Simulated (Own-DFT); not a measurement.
GaP (zincblende, atoms displaced) (calculated)

Computed with Own-DFT development build. A calculation, not a measurement: plane-wave PBE density functional theory by an unreviewed code, no spin, of a simulated periodic cell, stress positive in tension, free energy of the whole cell less one offset for each atom, forces on such cells passed a denser k mesh, this cell's mesh not checked; offsets are fitted by least squares, one for each functional and potential file, so energies compare only between cells with the same atoms and settings and are not formation energies; the far tail of each file's local potential was reset to the Coulomb form; each entry is a single point on an unrelaxed cell, so the pressure reflects the starting lattice, mostly measured values (interpolated for alloys), from which strain is counted, and rises with the displacements; printed positions are rounded, which can move forces by about a meV/angstrom; the program, named Own-DFT, is a retired in-house code; no spin-orbit coupling.

Settings shared by all entries: functional PBE; potential files PseudoDojo norm-conserving, scalar-relativistic, standard set; wave cutoff 42 hartree; occupations Fermi-Dirac; smearing width 0.1 eV; k mesh 2 x 3 x 3 centred on Gamma.

(1) GaP (zincblende, atoms displaced)

```
GaP
1.0
     16.3515     0.0000     0.0000
      0.0000    10.9010     0.0000
      0.0000     0.0000    10.9010
Ga P Ga P Ga P Ga P Ga P Ga P Ga P Ga P Ga P Ga P Ga P Ga P
4 4 4 4 4 4 4 4 4 4 4 4 4 4 4 4 4 4 4 4 4 4 4 4
Direct
  0.99988 0.99992 0.99533
  0.00267 0.23779 0.24698
  0.16844 0.00427 0.25394
  0.16739 0.24338 0.98500
  0.08042 0.12699 0.12123
  0.07691 0.38337 0.37773
  0.25296 0.12567 0.38052
  0.25222 0.37483 0.12342
  0.00282 0.99450 0.49950
  0.99859 0.25095 0.74795
  0.16158 0.99546 0.74762
  0.16926 0.24880 0.49068
  0.08336 0.12150 0.62091
  0.08207 0.37064 0.87703
  0.24922 0.12780 0.87812
  0.25160 0.36423 0.62557
  0.99730 0.49994 0.00408
  0.99932 0.75234 0.25312
  0.16772 0.49712 0.24612
  0.16551 0.75335 0.99537
  0.08128 0.63165 0.11597
  0.08878 0.87131 0.37385
  0.24812 0.63049 0.37455
  0.25500 0.87666 0.12260
  0.00171 0.49612 0.49925
  0.00131 0.76138 0.75109
  0.16592 0.49528 0.74724
  0.16351 0.75099 0.49728
  0.08722 0.63196 0.62726
  0.08293 0.87054 0.87524
  0.25223 0.63029 0.87329
  0.25846 0.87429 0.62494
  0.33424 0.99683 0.99519
  0.33328 0.25202 0.24413
  0.49816 0.00066 0.24723
  0.50148 0.24779 0.99606
  0.41632 0.12654 0.11238
  0.41478 0.38075 0.38133
  0.58374 0.11543 0.37293
  0.57788 0.37387 0.12586
  0.33532 0.99751 0.50150
  0.33682 0.26089 0.75803
  0.50474 0.99751 0.75290
  0.50287 0.25104 0.50617
  0.41728 0.12893 0.62360
  0.41153 0.37325 0.87840
  0.58576 0.12397 0.87918
  0.57967 0.37480 0.62540
  0.33657 0.49966 0.99796
  0.33255 0.75144 0.24553
  0.49589 0.50045 0.24405
  0.49875 0.75391 0.00278
  0.41331 0.62468 0.12209
  0.41419 0.87367 0.37353
  0.58713 0.62329 0.38198
  0.58505 0.87649 0.12477
  0.33193 0.50465 0.50373
  0.32862 0.74695 0.75128
  0.49809 0.50590 0.75530
  0.50685 0.75589 0.50242
  0.41611 0.62887 0.62975
  0.40936 0.88219 0.87110
  0.58525 0.62590 0.87065
  0.58504 0.87641 0.62743
  0.66702 0.99869 0.99991
  0.66699 0.25044 0.24745
  0.83359 0.00096 0.25097
  0.83285 0.25311 0.99702
  0.75136 0.11843 0.12794
  0.74588 0.37366 0.37713
  0.92336 0.12413 0.37482
  0.91819 0.37170 0.12297
  0.66758 0.00450 0.50199
  0.67232 0.25055 0.75396
  0.83211 0.99219 0.75422
  0.83530 0.24845 0.49604
  0.74977 0.12571 0.62939
  0.75135 0.37043 0.87052
  0.92030 0.12624 0.87700
  0.91738 0.37808 0.62514
  0.66732 0.49684 0.00291
  0.66887 0.74770 0.24845
  0.83426 0.50373 0.25877
  0.83113 0.74666 0.99217
  0.75523 0.62598 0.12079
  0.75345 0.87315 0.37844
  0.91086 0.62668 0.37440
  0.92117 0.87653 0.11906
  0.66450 0.50526 0.49627
  0.66319 0.75499 0.75022
  0.83648 0.50008 0.75107
  0.83535 0.74789 0.49810
  0.74990 0.61520 0.62658
  0.74965 0.87725 0.87527
  0.91819 0.62447 0.87307
  0.91714 0.87787 0.62054
```

- free energy of cell above offsets: -50.340 eV
- pressure: 3.2 GPa
- stress xx: -3.15 GPa
- stress yy: -3.2 GPa
- stress zz: -3.27 GPa
- stress yz: -0.13 GPa
- stress xz: -0.02 GPa
- stress xy: 0.21 GPa

Force:
| element | x (eV/Å) | y (eV/Å) | z (eV/Å) |
| --- | --- | --- | --- |
| Ga | 0.359 | -0.002 | 0.269 |
| Ga | -0.379 | 1.699 | 0.282 |
| Ga | 0.165 | -0.009 | -0.724 |
| Ga | -0.567 | 1.014 | 1.947 |
| P | 1.51 | -0.811 | -0.35 |
| P | 1.645 | -1.691 | -1.486 |
| P | 0.274 | -0.234 | -1.096 |
| P | -0.788 | -0.109 | -0.649 |
| Ga | 0.216 | 0.214 | -0.316 |
| Ga | 0.379 | -0.263 | -0.204 |
| Ga | 1.148 | 0.257 | -0.082 |
| Ga | -0.918 | 0.44 | 0.72 |
| P | 0.062 | 0.598 | 0.055 |
| P | -0.214 | 0.811 | -0.424 |
| P | 0.797 | -1.3 | -1.513 |
| P | -0.365 | 1.158 | -0.232 |
| Ga | 0.397 | -0.05 | -0.449 |
| Ga | 0.04 | -0.223 | -0.455 |
| Ga | -0.399 | 0.644 | 0.067 |
| Ga | 0.819 | -0.22 | 0.524 |
| P | 0.301 | -0.607 | 1.063 |
| P | -1.028 | 0.672 | -0.319 |
| P | 0.154 | -0.607 | -0.216 |
| P | -1.24 | 0.196 | 0.048 |
| Ga | -0.842 | 1.738 | 1.007 |
| Ga | -0.563 | -1.211 | -0.628 |
| Ga | 0.35 | 0.079 | 0.235 |
| Ga | 1.345 | 0.022 | 0.71 |
| P | -0.933 | -0.661 | -0.014 |
| P | 0.193 | 1.158 | 0.135 |
| P | -0.943 | -1.344 | 0.575 |
| P | -2.004 | 0.092 | -0.149 |
| Ga | -0.67 | 0.953 | 0.458 |
| Ga | 0.537 | -0.175 | 0.636 |
| Ga | -0.326 | -0.089 | -0.212 |
| Ga | -0.241 | 0.296 | -0.06 |
| P | 0.016 | -0.231 | 1.202 |
| P | 0.38 | -0.638 | -0.668 |
| P | -0.187 | 1.28 | 0.113 |
| P | 0.807 | 0.007 | -0.233 |
| Ga | 0.354 | 0.499 | 0.075 |
| Ga | -0.939 | -1.95 | -1.194 |
| Ga | -0.971 | 0.601 | -0.144 |
| Ga | -0.421 | -0.384 | -1.1 |
| P | 0.127 | -0.373 | 0.816 |
| P | 2.152 | 0.901 | 0.366 |
| P | 0.192 | 0.192 | -0.614 |
| P | 1.065 | 0.553 | 0.807 |
| Ga | -1.074 | 0.36 | 0.228 |
| Ga | -0.047 | -0.346 | 0.494 |
| Ga | 0.077 | 0.216 | 1.096 |
| Ga | -0.13 | -0.006 | -0.662 |
| P | 0.657 | 0.415 | 0.143 |
| P | 0.821 | -0.061 | -0.054 |
| P | -1.232 | 0.854 | -1.804 |
| P | -0.227 | -0.348 | 0.229 |
| Ga | -0.269 | 0.011 | 0.077 |
| Ga | 1.099 | 0.449 | -0.273 |
| Ga | -0.179 | -0.704 | -0.407 |
| Ga | -1.125 | -0.515 | -0.256 |
| P | 0.311 | 0.146 | -0.458 |
| P | 1.63 | -1.234 | -0.378 |
| P | -0.29 | 0.075 | 1.145 |
| P | 0.177 | 0.525 | -0.284 |
| Ga | 0.155 | 0.137 | 0.372 |
| Ga | -0.312 | -0.482 | 0.093 |
| Ga | 0.781 | -0.477 | 0.134 |
| Ga | 0.144 | -0.688 | 0.48 |
| P | -0.175 | 0.99 | -0.599 |
| P | 0.55 | 0.122 | -0.222 |
| P | -1.002 | -0.453 | 0.205 |
| P | -0.479 | 0.131 | 0.979 |
| Ga | 0.325 | -0.505 | -0.075 |
| Ga | -1.431 | -0.166 | -0.73 |
| Ga | 0.669 | 1.108 | -0.472 |
| Ga | -0.067 | 0.042 | 0.347 |
| P | 0.688 | -0.221 | -0.424 |
| P | 0.222 | 1.087 | 0.827 |
| P | -0.926 | -0.182 | -0.604 |
| P | -0.143 | -0.445 | -0.256 |
| Ga | -0.012 | 0.105 | -0.272 |
| Ga | 0.096 | 0.095 | 0.188 |
| Ga | -0.553 | -1.181 | -1.219 |
| Ga | 0.842 | 0.503 | 0.327 |
| P | -0.756 | -0.527 | 0.551 |
| P | -0.548 | 0.321 | -0.224 |
| P | 1.946 | -0.026 | 0.408 |
| P | -1.093 | -0.332 | 0.441 |
| Ga | 0.493 | -1.379 | 1.245 |
| Ga | 1.057 | -0.741 | -0.193 |
| Ga | -0.249 | -0.075 | -0.01 |
| Ga | -0.697 | -0.033 | 0.97 |
| P | 0.009 | 1.309 | 0.022 |
| P | -0.437 | -0.646 | 0.055 |
| P | 0.124 | 0.28 | -0.2 |
| P | -0.261 | -0.406 | 0.441 |

(2) GaP (zincblende, atoms displaced)

```
GaP
1.0
     16.3515     0.0000     0.0000
      0.0000    10.9010     0.0000
      0.0000     0.0000    10.9010
Ga P Ga P Ga P Ga P Ga P Ga P Ga P Ga P Ga P Ga P Ga P Ga P
4 4 4 4 4 4 4 4 4 4 4 4 4 4 4 4 4 4 4 4 4 4 4 4
Direct
  0.00118 0.00308 0.00256
  0.99636 0.25383 0.25601
  0.16130 0.99597 0.25199
  0.16757 0.25279 0.00651
  0.08544 0.12649 0.12592
  0.08382 0.37017 0.37669
  0.24948 0.12344 0.37706
  0.25335 0.37735 0.11991
  0.99806 0.00155 0.49923
  0.00313 0.25461 0.74865
  0.16446 0.00207 0.75580
  0.16570 0.25615 0.48915
  0.08497 0.12315 0.62948
  0.08263 0.37488 0.87697
  0.25503 0.12058 0.88331
  0.25224 0.37324 0.62157
  0.99901 0.50362 0.99841
  0.99870 0.75546 0.25132
  0.16935 0.49088 0.23812
  0.16668 0.75085 0.00291
  0.08931 0.62902 0.12597
  0.08631 0.87548 0.37173
  0.24894 0.62661 0.37577
  0.24368 0.87827 0.12292
  0.99862 0.50108 0.50172
  0.00150 0.75018 0.74938
  0.16759 0.50185 0.75621
  0.16653 0.75465 0.50927
  0.08116 0.61945 0.62258
  0.08774 0.87909 0.87998
  0.24779 0.62420 0.87309
  0.24863 0.86920 0.62166
  0.32524 0.99908 0.00018
  0.33070 0.25055 0.25476
  0.49864 0.99580 0.24791
  0.49229 0.24841 0.99841
  0.41730 0.12617 0.12236
  0.42227 0.37707 0.36977
  0.58612 0.13440 0.38070
  0.58409 0.37575 0.12620
  0.33583 0.01199 0.50073
  0.32861 0.25139 0.74995
  0.49953 0.99831 0.75334
  0.49862 0.24368 0.49767
  0.42018 0.12855 0.62538
  0.41676 0.37873 0.87992
  0.58792 0.11668 0.88019
  0.58946 0.37542 0.62424
  0.33794 0.50073 0.99473
  0.33512 0.74757 0.26143
  0.50008 0.49607 0.25227
  0.49888 0.74324 0.00601
  0.41874 0.62339 0.12290
  0.41809 0.86837 0.38055
  0.58349 0.62768 0.36942
  0.58165 0.87608 0.12316
  0.33542 0.49412 0.49684
  0.33162 0.75488 0.75231
  0.50271 0.49585 0.75016
  0.50438 0.75333 0.49752
  0.41871 0.62552 0.62981
  0.42199 0.87723 0.87042
  0.58910 0.63264 0.86900
  0.58409 0.87798 0.61930
  0.66542 0.99521 0.00358
  0.66152 0.25335 0.24957
  0.83390 0.00671 0.24363
  0.83829 0.25103 0.00047
  0.74737 0.13116 0.13470
  0.75198 0.37547 0.37651
  0.91533 0.12129 0.37802
  0.91510 0.38424 0.12398
  0.66831 0.99852 0.50019
  0.66906 0.25113 0.75170
  0.83434 0.00345 0.74984
  0.84030 0.25008 0.49524
  0.75136 0.11890 0.62369
  0.74789 0.37974 0.87662
  0.91541 0.12648 0.87586
  0.91944 0.36811 0.62852
  0.66938 0.50272 0.99544
  0.66657 0.74515 0.24601
  0.83460 0.49752 0.25889
  0.83069 0.75044 0.00836
  0.75095 0.63097 0.13144
  0.75196 0.87433 0.37141
  0.91067 0.62975 0.36951
  0.91783 0.87621 0.12464
  0.66369 0.49834 0.50102
  0.66666 0.75047 0.74623
  0.83488 0.49569 0.75435
  0.83339 0.75152 0.50356
  0.74606 0.62250 0.62811
  0.75666 0.87745 0.87776
  0.91899 0.61729 0.87328
  0.91196 0.87369 0.62913
```

- free energy of cell above offsets: -50.076 eV
- pressure: 3.26 GPa
- stress xx: -3.22 GPa
- stress yy: -3.3 GPa
- stress zz: -3.26 GPa
- stress yz: 0.65 GPa
- stress xz: 0.08 GPa
- stress xy: -0.16 GPa

Force:
| element | x (eV/Å) | y (eV/Å) | z (eV/Å) |
| --- | --- | --- | --- |
| Ga | -0.078 | -0.022 | -0.256 |
| Ga | 0.1 | -0.38 | -0.737 |
| Ga | 0.929 | 0.907 | -0.504 |
| Ga | 0.053 | -0.313 | -0.727 |
| P | -0.722 | 0.382 | 0.521 |
| P | -0.669 | 1.526 | -0.943 |
| P | -0.349 | 0.042 | -0.553 |
| P | 0.56 | -0.448 | 0.052 |
| Ga | 0.496 | -0.599 | 0.567 |
| Ga | 0.064 | -0.939 | 0.539 |
| Ga | 1.033 | -0.144 | -0.391 |
| Ga | 0.631 | -1.165 | 1.673 |
| P | -0.123 | 0.494 | -0.824 |
| P | 0.45 | 0.026 | 0.272 |
| P | -1.686 | 1.516 | -1.533 |
| P | -0.856 | 0.306 | 0.142 |
| Ga | 0.889 | -0.003 | 0.592 |
| Ga | 0.378 | -0.558 | -0.14 |
| Ga | -0.344 | 0.907 | 1.279 |
| Ga | 0.255 | -0.146 | -0.562 |
| P | -1.439 | -0.544 | 0.179 |
| P | -1.069 | -0.468 | 1.361 |
| P | -0.396 | -0.853 | 0.208 |
| P | 1.203 | -0.579 | 0.992 |
| Ga | -0.497 | -0.165 | -0.681 |
| Ga | -0.015 | 0.102 | 0.278 |
| Ga | -0.34 | -0.618 | -0.956 |
| Ga | -0.653 | -1.127 | -1.207 |
| P | 0.596 | 0.674 | 0.531 |
| P | -1.081 | -0.633 | -0.246 |
| P | 0.761 | 0.577 | 0.662 |
| P | 0.781 | 1.922 | 0.934 |
| Ga | 2.172 | -0.942 | 0.778 |
| Ga | 0.614 | -0.053 | -0.541 |
| Ga | 0.18 | 0.618 | 0.574 |
| Ga | 1.665 | -0.054 | 0.056 |
| P | -1.083 | -0.69 | 0.782 |
| P | -1.179 | -0.933 | 0.896 |
| P | -0.298 | -1.617 | -0.67 |
| P | -0.442 | 0.269 | -0.994 |
| Ga | -0.077 | -1.329 | 0.207 |
| Ga | 0.814 | -0.239 | 0.307 |
| Ga | 0.978 | 0.552 | -0.725 |
| Ga | 0.495 | 1.273 | 0.328 |
| P | -0.583 | -0.105 | 0.849 |
| P | 0.171 | -0.675 | -1.461 |
| P | -0.956 | 1.287 | -0.661 |
| P | -1.453 | -0.85 | 0.245 |
| Ga | -0.825 | 0.77 | 0.46 |
| Ga | -0.381 | 0.148 | -1.281 |
| Ga | 0.719 | 0.83 | -0.869 |
| Ga | 0.728 | 0.737 | -1.18 |
| P | -0.789 | -0.208 | 0.932 |
| P | -0.26 | 1.439 | -0.288 |
| P | -0.078 | -0.581 | 0.55 |
| P | 0.12 | -0.673 | 0.425 |
| Ga | 0.324 | 0.932 | 0.162 |
| Ga | 0.481 | -0.415 | -0.162 |
| Ga | 0.261 | 0.52 | -0.007 |
| Ga | -0.222 | -0.889 | 0.611 |
| P | -0.119 | -0.099 | -0.567 |
| P | -1.48 | -0.723 | 1.355 |
| P | -1.202 | -0.92 | 1.019 |
| P | -0.01 | -0.006 | 0.735 |
| Ga | 1.122 | 0.13 | 0.18 |
| Ga | 0.731 | 0.305 | 0.468 |
| Ga | -0.196 | -0.68 | 0.535 |
| Ga | -1.17 | 0.216 | 0.301 |
| P | 0.207 | -0.197 | -1.348 |
| P | -0.493 | -0.306 | 0.244 |
| P | 0.445 | 0.139 | -0.823 |
| P | 0.443 | -0.645 | 0.437 |
| Ga | 0.158 | 0.115 | -0.582 |
| Ga | 0.04 | -0.668 | -0.025 |
| Ga | -0.15 | -0.044 | 0.276 |
| Ga | -1.194 | -0.036 | 0.771 |
| P | 0.193 | 1.126 | -0.004 |
| P | 0.932 | -1.022 | 0.04 |
| P | 0.86 | 0.065 | -0.233 |
| P | -0.514 | 0.937 | -0.535 |
| Ga | -0.476 | 0.626 | 0.844 |
| Ga | -0.241 | 1.208 | 0.428 |
| Ga | -0.701 | 0.244 | -0.933 |
| Ga | 0.806 | -0.194 | -0.823 |
| P | 0.168 | -1.557 | -0.533 |
| P | -0.218 | 0.136 | -0.02 |
| P | 1.418 | -0.034 | 1.072 |
| P | -0.014 | 0.321 | -0.093 |
| Ga | 0.682 | 0.625 | -0.649 |
| Ga | 0.622 | 1.105 | 0.016 |
| Ga | -0.353 | 0.128 | -0.661 |
| Ga | -0.823 | -0.322 | -0.101 |
| P | 1.016 | -0.114 | -0.417 |
| P | -1.033 | -0.254 | -0.176 |
| P | -0.577 | 1.441 | 0.204 |
| P | 1.167 | 0.159 | -0.25 |

(3) GaP (zincblende, atoms displaced)

```
GaP
1.0
     16.3515     0.0000     0.0000
      0.0000    10.9010     0.0000
      0.0000     0.0000    10.9010
Ga P Ga P Ga P Ga P Ga P Ga P Ga P Ga P Ga P Ga P Ga P Ga P
4 4 4 4 4 4 4 4 4 4 4 4 4 4 4 4 4 4 4 4 4 4 4 4
Direct
  0.99439 0.99767 0.00326
  0.99325 0.24556 0.25886
  0.16731 0.00450 0.24786
  0.16208 0.25275 0.00321
  0.08475 0.13089 0.12726
  0.08369 0.37394 0.37994
  0.25508 0.13032 0.38165
  0.24853 0.37353 0.12437
  0.99514 0.99942 0.50190
  0.00563 0.23848 0.74796
  0.16474 0.00011 0.75730
  0.16656 0.24631 0.49639
  0.08239 0.12381 0.62189
  0.08468 0.38270 0.87397
  0.24884 0.13066 0.87653
  0.25305 0.37646 0.63276
  0.99049 0.49461 0.99792
  0.99892 0.75274 0.25480
  0.16482 0.49820 0.25060
  0.16592 0.75050 0.99921
  0.08729 0.63085 0.12309
  0.08691 0.87973 0.37330
  0.24671 0.62052 0.37375
  0.25023 0.87229 0.12148
  0.00298 0.50782 0.49667
  0.00075 0.74850 0.74881
  0.17019 0.49902 0.74616
  0.16594 0.75262 0.49873
  0.08705 0.62691 0.62200
  0.07670 0.87284 0.87906
  0.25427 0.62445 0.87523
  0.24927 0.87114 0.62234
  0.32733 0.99858 0.99382
  0.33248 0.24232 0.25110
  0.49893 0.99676 0.24721
  0.49825 0.25785 0.99574
  0.41332 0.12416 0.12419
  0.42190 0.36742 0.37148
  0.58153 0.11921 0.38083
  0.58441 0.38035 0.13007
  0.32570 0.99995 0.50181
  0.33558 0.25917 0.74911
  0.49339 0.00085 0.74613
  0.50164 0.24883 0.49574
  0.41632 0.11688 0.63024
  0.41550 0.37348 0.86606
  0.58552 0.12594 0.87509
  0.58341 0.37911 0.62159
  0.33511 0.50205 0.99833
  0.33958 0.75165 0.25531
  0.49989 0.50122 0.25484
  0.49490 0.75067 0.99829
  0.41689 0.62975 0.12066
  0.41424 0.87000 0.36904
  0.58326 0.62231 0.38221
  0.58256 0.87394 0.12791
  0.33195 0.50534 0.50478
  0.33481 0.74966 0.75253
  0.50013 0.49224 0.74434
  0.49562 0.74796 0.50395
  0.42130 0.62314 0.62514
  0.41949 0.87523 0.87370
  0.58840 0.62837 0.87337
  0.58402 0.87963 0.62724
  0.66837 0.00247 0.98540
  0.66281 0.23937 0.25185
  0.83227 0.00387 0.25681
  0.83872 0.24952 0.00083
  0.74937 0.12202 0.12492
  0.75442 0.37438 0.37728
  0.90965 0.12844 0.37839
  0.91926 0.37459 0.12082
  0.66848 0.00651 0.49551
  0.66300 0.25251 0.74100
  0.83208 0.99383 0.76098
  0.83593 0.24885 0.50655
  0.74881 0.12677 0.62753
  0.74501 0.38212 0.87842
  0.91098 0.12806 0.87237
  0.91398 0.36787 0.62469
  0.66436 0.49641 0.99363
  0.66677 0.75469 0.24535
  0.83106 0.49983 0.24332
  0.83232 0.75023 0.98953
  0.75295 0.62404 0.12577
  0.75291 0.87701 0.37092
  0.91475 0.62452 0.37892
  0.91763 0.87739 0.12500
  0.66596 0.50378 0.50523
  0.67012 0.75052 0.75238
  0.83663 0.50421 0.75402
  0.83416 0.75638 0.49577
  0.75361 0.63075 0.62350
  0.74901 0.87578 0.87971
  0.91945 0.62777 0.87507
  0.91788 0.87020 0.63191
```

* free energy of cell above offsets: -49.952 eV
* pressure: 3.28 GPa
* stress xx: -3.21 GPa
* stress yy: -3.34 GPa
* stress zz: -3.27 GPa
* stress yz: 0.64 GPa
* stress xz: 0.06 GPa
* stress xy: 0.22 GPa

Force:
| element | x (eV/Å) | y (eV/Å) | z (eV/Å) |
| --- | --- | --- | --- |
| Ga | 0.594 | 1.046 | -0.238 |
| Ga | 1.081 | 0.584 | -0.568 |
| Ga | 0.612 | -0.026 | -0.006 |
| Ga | 0.456 | 0.378 | -0.49 |
| P | -1.185 | -0.59 | 0.179 |
| P | -0.413 | -0.017 | -0.592 |
| P | -1.192 | -0.594 | -0.738 |
| P | 0.552 | 0.114 | 0.218 |
| Ga | 0.41 | -0.107 | -0.265 |
| Ga | -0.834 | 1.472 | 0.511 |
| Ga | 0.014 | -0.217 | -0.413 |
| Ga | 0.208 | 0.641 | 0.881 |
| P | 0.683 | -0.764 | -0.213 |
| P | -0.602 | -0.698 | -0.135 |
| P | -0.178 | 0.179 | -0.388 |
| P | -0.563 | -0.313 | -1.549 |
| Ga | 2.101 | 1.067 | -0.137 |
| Ga | 0.367 | -0.226 | -0.375 |
| Ga | -0.08 | -0.086 | -0.446 |
| Ga | 0.343 | 0.064 | -0.404 |
| P | -1.394 | -1.029 | 0.415 |
| P | -0.821 | 0.103 | 0.321 |
| P | 0.718 | 0.637 | 0.113 |
| P | 0.062 | 0.182 | 0.677 |
| Ga | -0.518 | -0.866 | 0.68 |
| Ga | 0.581 | -0.378 | -0.033 |
| Ga | -0.252 | 0.615 | 0.563 |
| Ga | 0.208 | -0.181 | -0.396 |
| P | -0.317 | -0.076 | 0.504 |
| P | 0.806 | 0.333 | -0.219 |
| P | -0.872 | 0.239 | -0.162 |
| P | -0.201 | 0.181 | 1.011 |
| Ga | 0.722 | 0.017 | 0.34 |
| Ga | 0.382 | 1.093 | -0.445 |
| Ga | -0.179 | 0.315 | 0.123 |
| Ga | 0.448 | -0.538 | 0.747 |
| P | 0.465 | -0.25 | -0.628 |
| P | -1.43 | 0.746 | 0.289 |
| P | -0.31 | 0.106 | -0.974 |
| P | -0.296 | -0.571 | -0.404 |
| Ga | 1.354 | -0.532 | 0.122 |
| Ga | -0.429 | -1.861 | -0.224 |
| Ga | 1.853 | -0.482 | 0.934 |
| Ga | -0.219 | -0.268 | 0.941 |
| P | -0.969 | 1.658 | -1.413 |
| P | 0.605 | 0.904 | 1.273 |
| P | -1.153 | 0.483 | -0.75 |
| P | -0.151 | -0.77 | -0.305 |
| Ga | -0.092 | -0.509 | 0.33 |
| Ga | -1.881 | -1.165 | -1.258 |
| Ga | 0.116 | 0.294 | -0.418 |
| Ga | 1.437 | -0.002 | -0.057 |
| P | -0.06 | -0.954 | 0.802 |
| P | 0.812 | 1.474 | 1.792 |
| P | 0.029 | 0.919 | -0.704 |
| P | 0.08 | 0.402 | -1.278 |
| Ga | 0.433 | -0.626 | -0.575 |
| Ga | 0.259 | -0.016 | -0.457 |
| Ga | 0.457 | 1.004 | 0.678 |
| Ga | 1.067 | 0.742 | -0.466 |
| P | -1.07 | -0.022 | 0.528 |
| P | -0.961 | 0.283 | 0.065 |
| P | -1.415 | -0.347 | 0.041 |
| P | -0.012 | -0.318 | -0.341 |
| Ga | -0.507 | 0.064 | 1.981 |
| Ga | 0.531 | 0.908 | 0.032 |
| Ga | 0.119 | -0.273 | -1.273 |
| Ga | -1.638 | 0.446 | 0.11 |
| P | 0.162 | 0.175 | -0.35 |
| P | -0.951 | -0.22 | -0.104 |
| P | 0.817 | -0.743 | 0.289 |
| P | -0.709 | -0.524 | 1.388 |
| Ga | 0.283 | -0.96 | 0.754 |
| Ga | 0.434 | 0.104 | 0.96 |
| Ga | -0.063 | 0.463 | -1.205 |
| Ga | -1.221 | 0.205 | -0.192 |
| P | 0.491 | -0.53 | 0.023 |
| P | 1.432 | -1.372 | -1.07 |
| P | 1.367 | -0.539 | 0.107 |
| P | 1.516 | 1.225 | 0.823 |
| Ga | -0.15 | 0.9 | 1.366 |
| Ga | 0.141 | -0.871 | 0.639 |
| Ga | 0.574 | -0.35 | 0.717 |
| Ga | 0.381 | -0.151 | 1.479 |
| P | -0.824 | 0.518 | -0.934 |
| P | -0.811 | -0.069 | 0.485 |
| P | 0.163 | 0.091 | -0.832 |
| P | -0.984 | -0.512 | 0.609 |
| Ga | 0.985 | -0.138 | -0.468 |
| Ga | -0.255 | 0.264 | -0.731 |
| Ga | -0.59 | -0.548 | -0.435 |
| Ga | -0.004 | -0.244 | 0.456 |
| P | -0.091 | -0.234 | 0.219 |
| P | 0.073 | -0.599 | -0.694 |
| P | -0.32 | -0.026 | -0.254 |
| P | -0.616 | 0.661 | -0.51 |
